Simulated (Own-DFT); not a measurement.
# Computed records: GaP (zincblende, atoms displaced)

All values are calculated (Own-DFT development build). A calculation, not a measurement: plane-wave PBE density functional theory by an unreviewed code, no spin, of a simulated periodic cell, stress positive in tension, free energy of the whole cell less one offset for each atom, forces on such cells passed a denser k mesh, this cell's mesh not checked; offsets are fitted by least squares, one for each functional and potential file, so energies compare only between cells with the same atoms and settings and are not formation energies; the far tail of each file's local potential was reset to the Coulomb form; each entry is a single point on an unrelaxed cell, so the pressure reflects the starting lattice, mostly measured values (interpolated for alloys), from which strain is counted, and rises with the displacements; printed positions are rounded, which can move forces by about a meV/angstrom; the program, named Own-DFT, is a retired in-house code; no spin-orbit coupling.

Common to all runs: functional PBE; potential files PseudoDojo norm-conserving, scalar-relativistic, standard set; wave cutoff 42 hartree; occupations Fermi-Dirac; smearing width 0.1 eV; hardware one NVIDIA H100; k mesh 3 x 3 x 3 centred on Gamma.

(1) GaP (zincblende, atoms displaced)

```cif
# cell vector a (Å): 10.9010 0.0000 0.0000
# cell vector b (Å): 0.0000 10.9010 0.0000
# cell vector c (Å): 0.0000 0.0000 10.9010
data_GaP
_symmetry_space_group_name_H-M 'P 1'
_symmetry_Int_Tables_number 1
_cell_length_a 10.9010
_cell_length_b 10.9010
_cell_length_c 10.9010
_cell_angle_alpha 90.000
_cell_angle_beta 90.000
_cell_angle_gamma 90.000
_cell_volume 1295.39
loop_
_atom_site_label
_atom_site_type_symbol
_atom_site_fract_x
_atom_site_fract_y
_atom_site_fract_z
_atom_site_occupancy
Ga1 Ga 0.99666 0.00809 0.99967 1
Ga2 Ga 0.99086 0.24208 0.24769 1
Ga3 Ga 0.25100 0.99844 0.25499 1
Ga4 Ga 0.24824 0.25293 0.99977 1
P1 P 0.13126 0.12130 0.13217 1
P2 P 0.12640 0.38270 0.38241 1
P3 P 0.37207 0.12577 0.37015 1
P4 P 0.37340 0.37408 0.12484 1
Ga5 Ga 0.00777 0.99082 0.49769 1
Ga6 Ga 0.00986 0.25718 0.73968 1
Ga7 Ga 0.25078 0.99999 0.75546 1
Ga8 Ga 0.24174 0.24679 0.50037 1
P5 P 0.12085 0.11959 0.62617 1
P6 P 0.12156 0.37830 0.87621 1
P7 P 0.38245 0.12401 0.87426 1
P8 P 0.37724 0.37586 0.62354 1
Ga9 Ga 0.99725 0.50477 0.99411 1
Ga10 Ga 0.00586 0.74497 0.25141 1
Ga11 Ga 0.24811 0.49739 0.25520 1
Ga12 Ga 0.24289 0.74740 0.00261 1
P9 P 0.12958 0.62332 0.12654 1
P10 P 0.12688 0.87960 0.37609 1
P11 P 0.37979 0.62181 0.37142 1
P12 P 0.37517 0.87464 0.11072 1
Ga13 Ga 0.99979 0.50969 0.50454 1
Ga14 Ga 0.99994 0.74929 0.74974 1
Ga15 Ga 0.25124 0.50188 0.74634 1
Ga16 Ga 0.25039 0.73997 0.50083 1
P13 P 0.12043 0.62647 0.62874 1
P14 P 0.11863 0.86931 0.87285 1
P15 P 0.39074 0.62070 0.87155 1
P16 P 0.36607 0.86854 0.62406 1
Ga17 Ga 0.49923 0.99696 0.99469 1
Ga18 Ga 0.49918 0.25422 0.26152 1
Ga19 Ga 0.75772 0.00431 0.25189 1
Ga20 Ga 0.75087 0.24226 0.99543 1
P17 P 0.62780 0.11865 0.12367 1
P18 P 0.62998 0.37944 0.37186 1
P19 P 0.87328 0.13513 0.37910 1
P20 P 0.86348 0.37865 0.12037 1
Ga21 Ga 0.49606 0.99499 0.49445 1
Ga22 Ga 0.49523 0.25072 0.75703 1
Ga23 Ga 0.74941 0.99924 0.74624 1
Ga24 Ga 0.76039 0.24736 0.50903 1
P21 P 0.63125 0.12771 0.61859 1
P22 P 0.61887 0.36986 0.88203 1
P23 P 0.88372 0.12156 0.87241 1
P24 P 0.88263 0.37508 0.62354 1
Ga25 Ga 0.50162 0.49956 0.99809 1
Ga26 Ga 0.50139 0.75036 0.24791 1
Ga27 Ga 0.74783 0.50785 0.25143 1
Ga28 Ga 0.74578 0.75307 0.99579 1
P25 P 0.62710 0.62385 0.11898 1
P26 P 0.62193 0.87633 0.37897 1
P27 P 0.86796 0.62691 0.38337 1
P28 P 0.87570 0.87710 0.12641 1
Ga29 Ga 0.49766 0.49359 0.50545 1
Ga30 Ga 0.50300 0.74789 0.75504 1
Ga31 Ga 0.75681 0.49988 0.74944 1
Ga32 Ga 0.74905 0.75273 0.50172 1
P29 P 0.62129 0.62503 0.62473 1
P30 P 0.62322 0.86959 0.87453 1
P31 P 0.87794 0.62611 0.87558 1
P32 P 0.87836 0.87081 0.62438 1
```

- free energy of cell above offsets: -33.388 eV
- pressure: 3.22 GPa
- stress xx: -3.13 GPa
- stress yy: -3.31 GPa
- stress zz: -3.23 GPa
- stress yz: 0.18 GPa
- stress xz: 0.09 GPa
- stress xy: -0.24 GPa
- wall time: 540.4 s

Force:
```tsv
element	x (eV/Å)	y (eV/Å)	z (eV/Å)
Ga	0.913	-1.087	0.716
Ga	0.863	1.571	-0.431
Ga	0.619	-0.458	-0.942
Ga	0.141	-0.408	0.109
P	-0.754	0.515	-0.827
P	-1.059	-0.763	-0.524
P	0.107	0.021	1.022
P	0.259	0.24	0.281
Ga	-1.391	1.086	0.409
Ga	-0.485	-0.625	1.037
Ga	-0.146	-0.353	-0.228
Ga	0.658	0.117	0.122
P	0.759	-0.005	-0.069
P	0.728	-0.076	-0.363
P	-1.408	-0.064	0.311
P	-0.998	-1.079	0.429
Ga	0.079	-0.523	1.191
Ga	-0.722	0.485	0.105
Ga	0.524	-0.013	-0.458
Ga	0.879	-0.048	-1.039
P	-0.647	-0.611	0.085
P	0.58	-1.655	-0.394
P	-0.255	0.055	0.383
P	-0.405	-0.155	1.634
Ga	-0.121	-0.624	-0.483
Ga	-0.352	0.007	0.027
Ga	0.303	-0.064	0.508
Ga	-0.125	0.32	-0.501
P	0.686	-0.008	-0.039
P	0.541	0.871	0.694
P	-2.344	0.2	0.429
P	0.975	0.485	0.464
Ga	0.744	0.252	0.407
Ga	0.409	-0.242	-1.379
Ga	-0.683	-0.301	0.235
Ga	-0.122	0.039	0.133
P	-0.563	0.447	0.351
P	-0.047	-0.446	1.213
P	0.666	-1.871	0.127
P	1.071	-0.205	0.233
Ga	-0.37	0.572	0.83
Ga	0.891	0.235	-1.222
Ga	0.219	-0.088	0.242
Ga	-0.87	1.137	-0.659
P	-1.354	-0.498	0.857
P	1.203	0.217	-0.888
P	-0.811	1.076	-1.024
P	-0.455	0.584	0.194
Ga	-0.105	-0.461	0.825
Ga	0.019	0.199	-0.467
Ga	0.199	-0.261	-0.336
Ga	0.82	-0.216	0.638
P	-0.241	0.43	0.487
P	0.758	-0.176	-0.955
P	0.891	0.094	-0.938
P	0.23	-0.48	-0.091
Ga	0.78	0.643	-0.94
Ga	-0.249	0.377	-1.207
Ga	-0.91	-0.292	0.182
Ga	-0.613	0.041	0.337
P	0.676	-0.214	0.127
P	0.348	1.118	-0.543
P	-0.666	0.509	-0.347
P	-0.27	0.427	-0.081
```

(2) GaP (zincblende, atoms displaced)

```cif
# cell vector a (Å): 10.9010 0.0000 0.0000
# cell vector b (Å): 0.0000 10.9010 0.0000
# cell vector c (Å): 0.0000 0.0000 10.9010
data_GaP
_symmetry_space_group_name_H-M 'P 1'
_symmetry_Int_Tables_number 1
_cell_length_a 10.9010
_cell_length_b 10.9010
_cell_length_c 10.9010
_cell_angle_alpha 90.000
_cell_angle_beta 90.000
_cell_angle_gamma 90.000
_cell_volume 1295.39
loop_
_atom_site_label
_atom_site_type_symbol
_atom_site_fract_x
_atom_site_fract_y
_atom_site_fract_z
_atom_site_occupancy
Ga1 Ga 0.99478 0.00138 0.99398 1
Ga2 Ga 0.99979 0.25242 0.24659 1
Ga3 Ga 0.24932 0.00231 0.24975 1
Ga4 Ga 0.25934 0.24978 0.99796 1
P1 P 0.12872 0.12784 0.12140 1
P2 P 0.11627 0.37706 0.37556 1
P3 P 0.37809 0.12989 0.37485 1
P4 P 0.37330 0.37847 0.12504 1
Ga5 Ga 0.00288 0.99896 0.50716 1
Ga6 Ga 0.00580 0.25440 0.75570 1
Ga7 Ga 0.25590 0.98700 0.75834 1
Ga8 Ga 0.25470 0.25060 0.49352 1
P5 P 0.12453 0.12787 0.62641 1
P6 P 0.12386 0.37607 0.88102 1
P7 P 0.37124 0.13437 0.87593 1
P8 P 0.38446 0.36907 0.63386 1
Ga9 Ga 0.99508 0.49988 0.00324 1
Ga10 Ga 0.99171 0.74223 0.25465 1
Ga11 Ga 0.25375 0.49664 0.24893 1
Ga12 Ga 0.25276 0.75265 0.99500 1
P9 P 0.12236 0.62160 0.12947 1
P10 P 0.13228 0.88246 0.37781 1
P11 P 0.37934 0.62744 0.36856 1
P12 P 0.37465 0.87693 0.13541 1
Ga13 Ga 0.00034 0.50742 0.49535 1
Ga14 Ga 0.99077 0.74989 0.75236 1
Ga15 Ga 0.24842 0.49522 0.75392 1
Ga16 Ga 0.24413 0.74820 0.49024 1
P13 P 0.12851 0.62664 0.63200 1
P14 P 0.11681 0.88202 0.87997 1
P15 P 0.37310 0.62415 0.87139 1
P16 P 0.37489 0.87535 0.62492 1
Ga17 Ga 0.50255 0.00057 0.00025 1
Ga18 Ga 0.50396 0.24936 0.25441 1
Ga19 Ga 0.74421 0.99950 0.24682 1
Ga20 Ga 0.74903 0.24747 0.00381 1
P17 P 0.62190 0.13010 0.12588 1
P18 P 0.62173 0.37799 0.37316 1
P19 P 0.87244 0.12647 0.37017 1
P20 P 0.87743 0.36971 0.12281 1
Ga21 Ga 0.50827 0.99713 0.49961 1
Ga22 Ga 0.49545 0.24578 0.74398 1
Ga23 Ga 0.75116 0.99482 0.75103 1
Ga24 Ga 0.75522 0.26013 0.49527 1
P21 P 0.62894 0.12368 0.62969 1
P22 P 0.61702 0.37563 0.87769 1
P23 P 0.88025 0.12311 0.88214 1
P24 P 0.87966 0.37847 0.62650 1
Ga25 Ga 0.49454 0.50108 0.98881 1
Ga26 Ga 0.49787 0.74796 0.25014 1
Ga27 Ga 0.74778 0.50983 0.25576 1
Ga28 Ga 0.74343 0.74153 0.99580 1
P25 P 0.62233 0.62664 0.11926 1
P26 P 0.61516 0.87120 0.37430 1
P27 P 0.87286 0.62101 0.37899 1
P28 P 0.87776 0.86872 0.12148 1
Ga29 Ga 0.50532 0.50768 0.50201 1
Ga30 Ga 0.49821 0.73985 0.74795 1
Ga31 Ga 0.75555 0.50383 0.74830 1
Ga32 Ga 0.74734 0.74410 0.49920 1
P29 P 0.62198 0.62712 0.62059 1
P30 P 0.62813 0.87727 0.87954 1
P31 P 0.88432 0.62216 0.86861 1
P32 P 0.87852 0.87624 0.62279 1
```

* free energy of cell above offsets: -33.119 eV
* pressure: 3.29 GPa
* stress xx: -3.22 GPa
* stress yy: -3.36 GPa
* stress zz: -3.28 GPa
* stress yz: 0.12 GPa
* stress xz: 0.52 GPa
* stress xy: 0.51 GPa
* wall time: 531.6 s

Force:
```tsv
element	x (eV/Å)	y (eV/Å)	z (eV/Å)
Ga	0.665	-0.118	1.97
Ga	0.294	-0.647	0.113
Ga	0.088	0.695	-0.005
Ga	-1.252	0.761	0.88
P	-0.332	-0.252	0.071
P	1.207	-0.041	-0.127
P	0.179	-0.948	-0.003
P	0.901	-0.458	-0.15
Ga	0.05	0.821	-0.84
Ga	-0.37	-0.464	-0.356
Ga	-0.586	1.356	-0.432
Ga	-0.648	0.454	0.918
P	0.79	-0.242	0.322
P	0.381	0.109	0.2
P	0.996	-1.978	-0.601
P	-1.586	1.725	-1.932
Ga	0.598	-0.099	0.108
Ga	1.052	1.031	-0.287
Ga	-0.768	0.209	0.392
Ga	-0.624	0.158	0.911
P	0.357	0.425	-0.414
P	-1.538	-0.58	-0.463
P	-0.772	-0.835	0.948
P	0.115	-0.135	-1.463
Ga	0.563	-0.541	1.382
Ga	1.49	0.789	-0.577
Ga	0.124	-0.287	-0.365
Ga	0.804	-0.113	1.014
P	-0.349	0.094	-0.808
P	0.785	-1.422	-0.696
P	-0.405	0.243	0.092
P	0.293	-0.676	-0.352
Ga	-0.722	0.337	0.26
Ga	-0.635	0.521	-0.617
Ga	0.371	-0.371	0.025
Ga	-0.093	0.36	-0.525
P	0.138	-0.618	-0.036
P	0.446	0.437	0.384
P	0.283	-0.425	0.412
P	-0.986	1.059	0.432
Ga	-0.885	0.742	0.664
Ga	1.369	-0.646	1.235
Ga	0.404	0.552	0.187
Ga	-0.216	-0.653	0.445
P	0.305	0.265	-0.743
P	1.258	-0.481	-0.896
P	-1.348	0.963	-1.468
P	-0.014	-0.063	-0.175
Ga	0.07	-0.074	1.331
Ga	0.38	0.183	-0.707
Ga	-0.221	-1.194	-1.244
Ga	1.246	0.56	-0.084
P	-0.38	-0.618	0.549
P	1.52	-0.093	-0.222
P	-0.255	0.749	0.005
P	-0.749	0.217	0.212
Ga	-1.101	-1.114	-0.454
Ga	0.086	1.493	0.088
Ga	-0.863	-0.59	0.042
Ga	0.121	1.163	-0.065
P	1.054	-0.145	1.044
P	-0.621	-0.756	-0.743
P	-1.526	-0.127	1.181
P	-0.933	-0.664	0.031
```

(3) GaP (zincblende, atoms displaced)

```cif
# cell vector a (Å): 10.9010 0.0000 0.0000
# cell vector b (Å): 0.0000 10.9010 0.0000
# cell vector c (Å): 0.0000 0.0000 10.9010
data_GaP
_symmetry_space_group_name_H-M 'P 1'
_symmetry_Int_Tables_number 1
_cell_length_a 10.9010
_cell_length_b 10.9010
_cell_length_c 10.9010
_cell_angle_alpha 90.000
_cell_angle_beta 90.000
_cell_angle_gamma 90.000
_cell_volume 1295.39
loop_
_atom_site_label
_atom_site_type_symbol
_atom_site_fract_x
_atom_site_fract_y
_atom_site_fract_z
_atom_site_occupancy
Ga1 Ga 0.00010 0.00296 0.99679 1
Ga2 Ga 0.99310 0.24756 0.24623 1
Ga3 Ga 0.24837 0.00306 0.24136 1
Ga4 Ga 0.24792 0.23859 0.00092 1
P1 P 0.12473 0.12487 0.11864 1
P2 P 0.12774 0.37232 0.37399 1
P3 P 0.37306 0.12959 0.37763 1
P4 P 0.36631 0.38040 0.12891 1
Ga5 Ga 0.00518 0.00295 0.49870 1
Ga6 Ga 0.00009 0.25199 0.74400 1
Ga7 Ga 0.25117 0.00122 0.74756 1
Ga8 Ga 0.25561 0.24803 0.49478 1
P5 P 0.12514 0.12117 0.62956 1
P6 P 0.11761 0.37537 0.87563 1
P7 P 0.37752 0.12087 0.88564 1
P8 P 0.37376 0.37354 0.61742 1
Ga9 Ga 0.00077 0.49676 0.00138 1
Ga10 Ga 0.99811 0.74960 0.24933 1
Ga11 Ga 0.25048 0.50261 0.25999 1
Ga12 Ga 0.25178 0.74635 0.00493 1
P9 P 0.12456 0.62400 0.12385 1
P10 P 0.12252 0.87671 0.38006 1
P11 P 0.37151 0.62825 0.38055 1
P12 P 0.38213 0.88219 0.12437 1
Ga13 Ga 0.00408 0.49173 0.49941 1
Ga14 Ga 0.00427 0.75491 0.76307 1
Ga15 Ga 0.24940 0.50105 0.74813 1
Ga16 Ga 0.24922 0.75416 0.49431 1
P13 P 0.12233 0.62739 0.62479 1
P14 P 0.12347 0.87724 0.87353 1
P15 P 0.37368 0.63513 0.88269 1
P16 P 0.37722 0.87352 0.62530 1
Ga17 Ga 0.49754 0.99126 0.00471 1
Ga18 Ga 0.49759 0.25814 0.23784 1
Ga19 Ga 0.75099 0.00467 0.24823 1
Ga20 Ga 0.75448 0.24613 0.00325 1
P17 P 0.62930 0.12681 0.13516 1
P18 P 0.62052 0.37416 0.36675 1
P19 P 0.86855 0.12887 0.37407 1
P20 P 0.87497 0.37882 0.12062 1
Ga21 Ga 0.50188 0.99255 0.49941 1
Ga22 Ga 0.50383 0.24890 0.74695 1
Ga23 Ga 0.75566 0.00537 0.75262 1
Ga24 Ga 0.75048 0.24741 0.50000 1
P21 P 0.63106 0.12465 0.63182 1
P22 P 0.62585 0.37504 0.87222 1
P23 P 0.88660 0.11848 0.87697 1
P24 P 0.87863 0.37487 0.63132 1
Ga25 Ga 0.50355 0.49799 0.00275 1
Ga26 Ga 0.49454 0.75163 0.24168 1
Ga27 Ga 0.75375 0.49962 0.25593 1
Ga28 Ga 0.74334 0.75738 0.00588 1
P25 P 0.62102 0.63210 0.12379 1
P26 P 0.62791 0.87109 0.37141 1
P27 P 0.86966 0.61626 0.38250 1
P28 P 0.87603 0.87618 0.12589 1
Ga29 Ga 0.49430 0.49556 0.49750 1
Ga30 Ga 0.50465 0.75522 0.74852 1
Ga31 Ga 0.74948 0.49528 0.74815 1
Ga32 Ga 0.74215 0.75177 0.50623 1
P29 P 0.62884 0.61956 0.62062 1
P30 P 0.62154 0.86696 0.87682 1
P31 P 0.87232 0.62239 0.87394 1
P32 P 0.87571 0.86803 0.62238 1
```

- free energy of cell above offsets: -33.310 eV
- pressure: 3.28 GPa
- stress xx: -3.35 GPa
- stress yy: -3.25 GPa
- stress zz: -3.24 GPa
- stress yz: -0.03 GPa
- stress xz: 0.05 GPa
- stress xy: 0.39 GPa
- wall time: 525.6 s

Force:
```tsv
element	x (eV/Å)	y (eV/Å)	z (eV/Å)
Ga	0.576	-1.192	0.766
Ga	0.525	0.392	0.029
Ga	0.106	-0.084	1.128
Ga	0.154	1.799	-0.458
P	-0.852	-0.267	1.021
P	-0.515	-0.52	-0.153
P	1.069	-1.061	-1.211
P	0.183	-0.274	-1.012
Ga	-1.104	-0.022	0.332
Ga	0.34	-0.559	0.878
Ga	0.404	-0.275	0.625
Ga	-1.151	0.057	0.772
P	0.31	0.877	-0.784
P	1.272	-0.544	-0.244
P	0.242	0.167	-1.358
P	-0.015	-0.159	1.282
Ga	-0.233	0.767	-0.411
Ga	-0.147	-0.478	0.629
Ga	-0.392	0.303	-0.496
Ga	-0.524	1.128	0.077
P	0.031	-0.06	0.66
P	0.309	0.101	-1.507
P	0.662	0.125	-0.751
P	-2.04	-1.132	0.749
Ga	-0.138	0.589	0.326
Ga	-0.969	-1.064	-1.319
Ga	0.047	0.25	0.371
Ga	-0.261	-0.24	1.128
P	0.196	0.109	-0.015
P	1.189	0.276	1.002
P	0.808	-1.423	-1.275
P	-0.322	0.129	-0.121
Ga	1.721	1.319	-0.834
Ga	-0.319	-0.601	0.963
Ga	0.241	-0.909	0.592
Ga	-0.168	-0.05	-0.577
P	-0.85	-0.086	-1.621
P	0.311	-0.038	0.865
P	1.088	-0.596	0.219
P	-0.256	-0.298	0.67
Ga	0.172	0.778	-0.113
Ga	-0.677	0.086	0.397
Ga	0.041	-1.258	0.139
Ga	-0.426	0.903	0.305
P	-0.551	-0.295	-0.931
P	-0.018	-0.446	0.596
P	-1.357	1.518	-0.649
P	-0.651	-0.201	-1.261
Ga	-0.568	0.35	-0.251
Ga	0.248	-0.275	1.205
Ga	-0.704	0.135	-0.864
Ga	0.922	-0.836	-0.454
P	0.596	-1.153	0.542
P	-0.356	0.267	-0.174
P	0.793	1.109	-0.036
P	-0.026	0.388	-0.108
Ga	0.811	0.437	-0.234
Ga	-0.479	-1.306	-0.24
Ga	0.179	0.586	0.216
Ga	0.73	-0.301	-0.698
P	-1.136	-0.115	0.619
P	0.704	1.78	-0.194
P	-0.062	0.446	0.686
P	0.289	0.949	0.567
```
